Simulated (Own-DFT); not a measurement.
# Computed records: GaN (wurtzite, strained, atoms displaced)

Computed with Own-DFT development build. A calculation, not a measurement: plane-wave PBE density functional theory by an unreviewed code, no spin, of a simulated periodic cell, stress positive in tension, free energy of the whole cell less one offset for each atom, forces on such cells passed a denser k mesh, this cell's mesh not checked; offsets are fitted by least squares, one for each functional and potential file, so energies compare only between cells with the same atoms and settings and are not formation energies; the far tail of each file's local potential was reset to the Coulomb form; each entry is a single point on an unrelaxed cell, so the pressure reflects the starting lattice, mostly measured values (interpolated for alloys), from which strain is counted, and rises with the displacements; printed positions are rounded, which can move forces by about a meV/angstrom; the program, named Own-DFT, is a retired in-house code; no spin-orbit coupling.

Common to all runs: functional PBE; potential files PseudoDojo norm-conserving, scalar-relativistic, standard set with the stringent files for Ga; wave cutoff 96 hartree; occupations Gaussian; smearing width 0.01 eV; k mesh 3 x 4 x 3 centred on Gamma.

(1) GaN (wurtzite, strained, atoms displaced)

```
GaN
1.0
     12.6012    -0.0470     0.2469
     -4.7560     8.2355    -0.0495
      0.2007     0.0539    10.3412
Ga N Ga N Ga N Ga N Ga N Ga N Ga N Ga N Ga N Ga N Ga N Ga N Ga N Ga N Ga N Ga N Ga N Ga N Ga N Ga N Ga N Ga N Ga N Ga N
2 2 2 2 2 2 2 2 2 2 2 2 2 2 2 2 2 2 2 2 2 2 2 2 2 2 2 2 2 2 2 2 2 2 2 2 2 2 2 2 2 2 2 2 2 2 2 2
Direct
  0.08639 0.22750 0.00115
  0.17282 0.11743 0.24170
  0.09094 0.22259 0.18770
  0.16790 0.10759 0.43721
  0.08767 0.22334 0.49528
  0.15521 0.09535 0.74982
  0.08058 0.22553 0.68287
  0.16004 0.11721 0.93806
  0.08977 0.55568 0.01124
  0.17698 0.45529 0.25249
  0.08752 0.55618 0.19121
  0.16231 0.44215 0.43472
  0.08911 0.56770 0.50286
  0.16850 0.44191 0.75647
  0.08415 0.55607 0.68758
  0.16748 0.44900 0.93785
  0.08024 0.89092 0.99876
  0.16645 0.77512 0.25525
  0.08141 0.88074 0.17984
  0.16510 0.78606 0.43852
  0.07870 0.88380 0.49884
  0.16575 0.77001 0.75233
  0.07755 0.88445 0.69142
  0.17326 0.77739 0.94455
  0.32532 0.21563 0.99423
  0.41918 0.11370 0.24362
  0.33676 0.22108 0.18764
  0.41963 0.11365 0.43097
  0.33098 0.21890 0.49990
  0.42205 0.10914 0.74273
  0.33625 0.22665 0.68638
  0.41316 0.11620 0.93817
  0.33142 0.56058 0.00274
  0.41695 0.43912 0.25082
  0.32742 0.54925 0.18390
  0.41784 0.44918 0.44260
  0.33455 0.54906 0.50401
  0.42310 0.44952 0.74884
  0.33303 0.55349 0.68199
  0.41504 0.44353 0.93472
  0.33215 0.89812 0.00694
  0.41186 0.77600 0.24765
  0.33701 0.89385 0.19172
  0.41785 0.78208 0.44376
  0.32967 0.89330 0.50929
  0.42605 0.78193 0.75523
  0.33445 0.88398 0.68767
  0.42179 0.77935 0.93977
  0.58355 0.21739 0.99279
  0.66630 0.11432 0.25475
  0.59509 0.22381 0.19063
  0.66226 0.10164 0.44092
  0.58397 0.22430 0.50183
  0.66757 0.11535 0.75725
  0.58200 0.22148 0.68620
  0.66007 0.10015 0.92860
  0.57842 0.54938 0.99495
  0.66825 0.45042 0.24636
  0.57749 0.55207 0.18674
  0.67057 0.44458 0.43698
  0.58122 0.56289 0.50181
  0.67136 0.45243 0.74117
  0.57790 0.54946 0.69000
  0.66814 0.44716 0.93708
  0.58865 0.89612 0.00306
  0.66603 0.78701 0.24244
  0.58597 0.88121 0.19510
  0.65709 0.77546 0.43519
  0.58086 0.89169 0.49506
  0.66424 0.77277 0.74708
  0.58221 0.88778 0.69311
  0.66521 0.77983 0.94052
  0.83306 0.22518 0.99381
  0.91623 0.10995 0.24851
  0.83526 0.22134 0.18594
  0.91296 0.11299 0.42594
  0.83869 0.23221 0.49663
  0.92048 0.10973 0.75231
  0.83640 0.23116 0.68871
  0.91586 0.10872 0.93983
  0.83689 0.55021 0.00758
  0.91347 0.44514 0.25993
  0.83330 0.54331 0.18566
  0.91627 0.45103 0.44312
  0.83475 0.56251 0.49634
  0.91934 0.45468 0.74964
  0.83349 0.55498 0.69065
  0.92330 0.43933 0.93347
  0.83535 0.88090 0.00251
  0.91516 0.77726 0.25061
  0.83130 0.87572 0.19518
  0.91102 0.76889 0.44508
  0.83565 0.88616 0.50128
  0.91279 0.77320 0.74964
  0.83553 0.88618 0.69326
  0.91569 0.77555 0.94014
```

Results for GaN (wurtzite, strained, atoms displaced): free energy of cell above offsets -3.303 eV; pressure 11.86 GPa; stress xx -13.97 GPa; stress yy -11.06 GPa; stress zz -10.56 GPa; stress yz 1.99 GPa; stress xz 4.52 GPa; stress xy -0.59 GPa.

Force:
| element | x (eV/Å) | y (eV/Å) | z (eV/Å) |
| --- | --- | --- | --- |
| Ga | -1.806 | 0.293 | 0.568 |
| Ga | -0.521 | -1.799 | 1.165 |
| N | -1.261 | 0.605 | -0.055 |
| N | -0.461 | -0.209 | -0.618 |
| Ga | -1.205 | -0.333 | -0.102 |
| Ga | 0.724 | 2.728 | -0.27 |
| N | 1.412 | -0.306 | 0.316 |
| N | 1.724 | -1.562 | -0.78 |
| Ga | -1.41 | 0.259 | -1.249 |
| Ga | -2.642 | -2.46 | 0.519 |
| N | -0.533 | -0.212 | 1.099 |
| N | 0.628 | 0.942 | 0.848 |
| Ga | 0.032 | -1.341 | -0.283 |
| Ga | -0.363 | 0.287 | -1.398 |
| N | 0.712 | 0.092 | 0.043 |
| N | 0.68 | -0.48 | 0.393 |
| Ga | 0.794 | -0.481 | -0.55 |
| Ga | -0.425 | 0.576 | -1.043 |
| N | 0.247 | 0.823 | 1.804 |
| N | 1.12 | -0.678 | 0.171 |
| Ga | -0.649 | 1.109 | 0.715 |
| Ga | -0.047 | 0.869 | 0.758 |
| N | 1.346 | -0.813 | -0.772 |
| N | -1.589 | 0.032 | -0.905 |
| Ga | -0.021 | 1.546 | 0.276 |
| Ga | 0.911 | 0.383 | 0.872 |
| N | 0.167 | 0.334 | -0.985 |
| N | -0.322 | -0.083 | 0.926 |
| Ga | 0.622 | 0.452 | 0.106 |
| Ga | -2.449 | -0.276 | 1.077 |
| N | -0.3 | -1.283 | 0.479 |
| N | 1.333 | -0.645 | -0.574 |
| Ga | 1.027 | -0.352 | -1.132 |
| Ga | -0.978 | 0.475 | 0.424 |
| N | 2.878 | 1.685 | 0.309 |
| N | 0.644 | -1.567 | -1.328 |
| Ga | -1.86 | 1.489 | -1.008 |
| Ga | -3.049 | -1.873 | 0.619 |
| N | 0.353 | 0.451 | 2.223 |
| N | -0.643 | -0.18 | 0.5 |
| Ga | 1.343 | -0.608 | -0.856 |
| Ga | 1.064 | -0.122 | 1.224 |
| N | -0.348 | -0.548 | -0.301 |
| N | -1.44 | -1.117 | -1.115 |
| Ga | 1.118 | 0.026 | -1.957 |
| Ga | -2.124 | -1.567 | -0.274 |
| N | -0.14 | 0.364 | 1.228 |
| N | -0.975 | 0.641 | 0.787 |
| Ga | -0.711 | 1.025 | 0.981 |
| Ga | 1.316 | -1.115 | 0.207 |
| N | -2.238 | 0.37 | -1.581 |
| N | 0.417 | 2.856 | -0.321 |
| Ga | 0.078 | -0.385 | -0.919 |
| Ga | 0.491 | -0.324 | -3.749 |
| N | 1.502 | 1.064 | 0.265 |
| N | 0.547 | 1.864 | 2.895 |
| Ga | -0.008 | 0.664 | 0.667 |
| Ga | -0.699 | -0.719 | 0.475 |
| N | 1.375 | 0.76 | -0.368 |
| N | -1.031 | 0.533 | 0.099 |
| Ga | 0.971 | -0.874 | -0.556 |
| Ga | -1.011 | -1.577 | 1.485 |
| N | 2.491 | 1.828 | -1.159 |
| N | 0.837 | -0.545 | -0.361 |
| Ga | -0.327 | -1.746 | 0.568 |
| Ga | 2.046 | -3.011 | 1.949 |
| N | -3.511 | 2.51 | -1.887 |
| N | 2.024 | 0.569 | 0.192 |
| Ga | 0.175 | -1.045 | 1.694 |
| Ga | -0.33 | 0.83 | 0.889 |
| N | 1.842 | 1.209 | -1.405 |
| N | 1.092 | -0.563 | -0.329 |
| Ga | 0.211 | -1.012 | 0.776 |
| Ga | 0.426 | 0.015 | -1.45 |
| N | -0.085 | 0.246 | -0.044 |
| N | 1.178 | -0.509 | 2.575 |
| Ga | -0.616 | -1.527 | 1.038 |
| Ga | -1.763 | 0.228 | -0.1 |
| N | 0.374 | -0.741 | -0.106 |
| N | 0.346 | -0.155 | 0.288 |
| Ga | -0.308 | -0.093 | -2.109 |
| Ga | 1.366 | -0.792 | -1.09 |
| N | -0.289 | 1.776 | 1.224 |
| N | 1 | 0.421 | -0.259 |
| Ga | -0.445 | -2.604 | 1.556 |
| Ga | 0.336 | -1.36 | 0.021 |
| N | 0.471 | 0.816 | -1.204 |
| N | -0.67 | 1.488 | 0.839 |
| Ga | -1.678 | 0.788 | 0.091 |
| Ga | 1.05 | -0.961 | 0.253 |
| N | -0.184 | 1.625 | -1.244 |
| N | 0.631 | 2.552 | -1.861 |
| Ga | -2.171 | 0.944 | -0.227 |
| Ga | -0.134 | -0.268 | 0.975 |
| N | -0.643 | 0.295 | -1.056 |
| N | 0.94 | -0.919 | -0.515 |

(2) GaN (wurtzite, strained, atoms displaced)

```
GaN
1.0
     12.8871     0.0784     0.2485
     -4.7818     8.3756    -0.0722
      0.2020     0.0262    10.3192
Ga N Ga N Ga N Ga N Ga N Ga N Ga N Ga N Ga N Ga N Ga N Ga N Ga N Ga N Ga N Ga N Ga N Ga N Ga N Ga N Ga N Ga N Ga N Ga N
2 2 2 2 2 2 2 2 2 2 2 2 2 2 2 2 2 2 2 2 2 2 2 2 2 2 2 2 2 2 2 2 2 2 2 2 2 2 2 2 2 2 2 2 2 2 2 2
Direct
  0.08476 0.22286 0.99460
  0.17070 0.10920 0.25631
  0.07744 0.22804 0.19308
  0.16532 0.11541 0.43970
  0.08189 0.21622 0.50504
  0.16896 0.11382 0.75267
  0.08083 0.21797 0.69447
  0.17093 0.12107 0.93663
  0.07982 0.54802 0.00545
  0.16816 0.44761 0.24752
  0.07744 0.55380 0.18375
  0.16804 0.44546 0.43573
  0.08156 0.54979 0.49806
  0.16943 0.44563 0.74343
  0.08023 0.55674 0.69672
  0.17397 0.44193 0.93410
  0.07829 0.87460 0.99974
  0.17665 0.78202 0.24521
  0.08654 0.89153 0.18802
  0.15749 0.77060 0.44223
  0.08350 0.88593 0.50164
  0.17327 0.77710 0.75041
  0.07149 0.87431 0.69565
  0.16701 0.78041 0.93636
  0.33910 0.23452 0.00121
  0.42210 0.11623 0.25110
  0.33498 0.22239 0.19158
  0.41747 0.11476 0.43868
  0.33756 0.21960 0.50624
  0.41681 0.10073 0.74599
  0.32793 0.21855 0.68439
  0.41618 0.11693 0.93317
  0.33842 0.55957 0.00077
  0.42056 0.44954 0.24921
  0.32914 0.55227 0.18367
  0.41570 0.43884 0.43607
  0.33460 0.55095 0.49779
  0.42047 0.44400 0.74078
  0.33569 0.56425 0.68407
  0.41538 0.43563 0.94175
  0.33208 0.88500 0.99774
  0.41069 0.76577 0.24843
  0.33786 0.89326 0.18814
  0.42258 0.78720 0.43476
  0.33646 0.88575 0.49647
  0.41113 0.78215 0.75002
  0.32905 0.88943 0.69171
  0.41385 0.78368 0.93776
  0.58112 0.22618 0.99404
  0.66522 0.11118 0.24322
  0.58419 0.22704 0.18310
  0.66390 0.10013 0.43468
  0.58331 0.22073 0.50423
  0.66769 0.11316 0.74687
  0.58491 0.21640 0.68842
  0.65788 0.09821 0.94901
  0.58388 0.55441 0.00789
  0.66904 0.43870 0.24728
  0.58598 0.55901 0.19493
  0.66455 0.44534 0.43885
  0.57788 0.55521 0.50026
  0.66442 0.44206 0.74256
  0.58245 0.55235 0.67771
  0.66106 0.43609 0.93454
  0.58484 0.89292 0.00458
  0.67174 0.78284 0.25551
  0.57624 0.88352 0.19053
  0.66659 0.77411 0.44274
  0.58707 0.88827 0.50185
  0.66137 0.78050 0.75925
  0.58805 0.88456 0.69287
  0.67453 0.77494 0.93534
  0.83868 0.22997 0.00133
  0.91884 0.12657 0.25045
  0.83142 0.22523 0.19734
  0.92002 0.11680 0.43505
  0.83565 0.21735 0.50670
  0.91958 0.10545 0.75628
  0.82984 0.21645 0.68493
  0.92355 0.10991 0.94336
  0.83386 0.55872 0.00848
  0.92097 0.44125 0.24933
  0.83813 0.56885 0.18802
  0.91211 0.44149 0.43943
  0.83613 0.56229 0.50183
  0.91230 0.44589 0.74364
  0.84415 0.56734 0.68982
  0.91445 0.44844 0.94589
  0.83812 0.88862 0.99781
  0.91123 0.76520 0.25647
  0.83288 0.88649 0.18753
  0.91032 0.77967 0.43873
  0.83551 0.88164 0.50050
  0.92288 0.78275 0.74925
  0.83522 0.89989 0.69045
  0.92518 0.78634 0.93891
```

Results for GaN (wurtzite, strained, atoms displaced): free energy of cell above offsets -4.288 eV; pressure 3.77 GPa; stress xx -2.37 GPa; stress yy -1.11 GPa; stress zz -7.83 GPa; stress yz 0.42 GPa; stress xz 4.83 GPa; stress xy 1.23 GPa.

Force:
| element | x (eV/Å) | y (eV/Å) | z (eV/Å) |
| --- | --- | --- | --- |
| Ga | 0.437 | 0.37 | 1.338 |
| Ga | -1.24 | 0.18 | -1.32 |
| N | 1.992 | 0.152 | -1.043 |
| N | 1.521 | -1.057 | 0.871 |
| Ga | -0.903 | 0.698 | -0.512 |
| Ga | -0.576 | -1.095 | 0.04 |
| N | 0.516 | 0.814 | -0.766 |
| N | 0.945 | -1.25 | 0.751 |
| Ga | 0.686 | 0.529 | -2.502 |
| Ga | -0.714 | -0.952 | 0.005 |
| N | 1.661 | 0.959 | 1.548 |
| N | 0.384 | -0.133 | 0.649 |
| Ga | -0.611 | 0.115 | 0.671 |
| Ga | -0.596 | -0.187 | 0.77 |
| N | 0.973 | -0.481 | -1.157 |
| N | -1.011 | 0.854 | 0.378 |
| Ga | 0.318 | 2.534 | 0.515 |
| Ga | -2.041 | -0.36 | 0.542 |
| N | -0.021 | -0.63 | 0.679 |
| N | 1.942 | 0.376 | -0.854 |
| Ga | -1.105 | 0.684 | 0.383 |
| Ga | -2.724 | -0.847 | 0.243 |
| N | 4.109 | 3.073 | -1.82 |
| N | 1.14 | -1.06 | 0.629 |
| Ga | -0.742 | -3.05 | 0.359 |
| Ga | -0.549 | -0.209 | -0.387 |
| N | 0.184 | 0.521 | -0.077 |
| N | 0.948 | -0.965 | 0.339 |
| Ga | -1.575 | 0.197 | -1.83 |
| Ga | -1.004 | 1.742 | 0.782 |
| N | 1.383 | 0.412 | 1.272 |
| N | 0.499 | -0.877 | 0.473 |
| Ga | -0.535 | -0.439 | -1.454 |
| Ga | -0.298 | -0.923 | -0.11 |
| N | 0.847 | 0.207 | 0.914 |
| N | -0.098 | 0.308 | 0.428 |
| Ga | -0.727 | 0.756 | -0.453 |
| Ga | -0.939 | -0.227 | 1.213 |
| N | 0.549 | -0.58 | 0.395 |
| N | 0.32 | 3.425 | -1.357 |
| Ga | -1.425 | 1.55 | 0.355 |
| Ga | 0.163 | 1.344 | -0.008 |
| N | 0.451 | -0.115 | 0.033 |
| N | 0.375 | -1.638 | 0.559 |
| Ga | -1.41 | 0.379 | 0.044 |
| Ga | 1.668 | -0.367 | -0.034 |
| N | 1.328 | 0.112 | -1.599 |
| N | 1.887 | -1.083 | -0.103 |
| Ga | 0.028 | -1.36 | 0.173 |
| Ga | -0.466 | -0.636 | 0.768 |
| N | 0.404 | -0.401 | 0.296 |
| N | -0.056 | 1.364 | 0.51 |
| Ga | 0.569 | 0.059 | -1.605 |
| Ga | 0.539 | -1.21 | 1.252 |
| N | -0.713 | 0.431 | 0.18 |
| N | 1.006 | 2.832 | -1.693 |
| Ga | -0.041 | 0.112 | -0.962 |
| Ga | -0.535 | 0.987 | 0.78 |
| N | 0.246 | -0.102 | -0.311 |
| N | 0.774 | -0.339 | 0.214 |
| Ga | 0.668 | -0.056 | -1.801 |
| Ga | 0.452 | 0.682 | 0.509 |
| N | 0.305 | 0.393 | 2.379 |
| N | 0.745 | 1.737 | -0.005 |
| Ga | 0.15 | -1.979 | -0.14 |
| Ga | -0.469 | -0.065 | -0.592 |
| N | 0.984 | 0.165 | 0.1 |
| N | 0.291 | 0.265 | -0.12 |
| Ga | -0.307 | -0.109 | -0.074 |
| Ga | 1.956 | -0.715 | -1.624 |
| N | -2.509 | 0.896 | -0.576 |
| N | -1.053 | -0.164 | 1.843 |
| Ga | -0.461 | -1.247 | 0.107 |
| Ga | 0.434 | -2.159 | 0.017 |
| N | -0.21 | 0.069 | -1.589 |
| N | 0.374 | -0.929 | 1.069 |
| Ga | -1.012 | 0.042 | -2.128 |
| Ga | -1.049 | 0.845 | -0.226 |
| N | 0.586 | 0.928 | 2.191 |
| N | -1.609 | 0.418 | -0.209 |
| Ga | -0.721 | 0.342 | -1.969 |
| Ga | -1.664 | 0.48 | 0.811 |
| N | 0.235 | -3.112 | 0.625 |
| N | 0.674 | 0.15 | 0.158 |
| Ga | -0.495 | -0.873 | -0.33 |
| Ga | 0.949 | -0.596 | 1.196 |
| N | -1.999 | -1.17 | -0.308 |
| N | 0.593 | -0.51 | -1.084 |
| Ga | -0.419 | 0.065 | 0.854 |
| Ga | 0.117 | 3.431 | -0.792 |
| N | 0.2 | 0.756 | 0.437 |
| N | 2.912 | -1.027 | 0.107 |
| Ga | -2.781 | 2.196 | 0.815 |
| Ga | -3.346 | -0.946 | 1.27 |
| N | 0.291 | -1.984 | -0.117 |
| N | -0.951 | -1.718 | -0.2 |
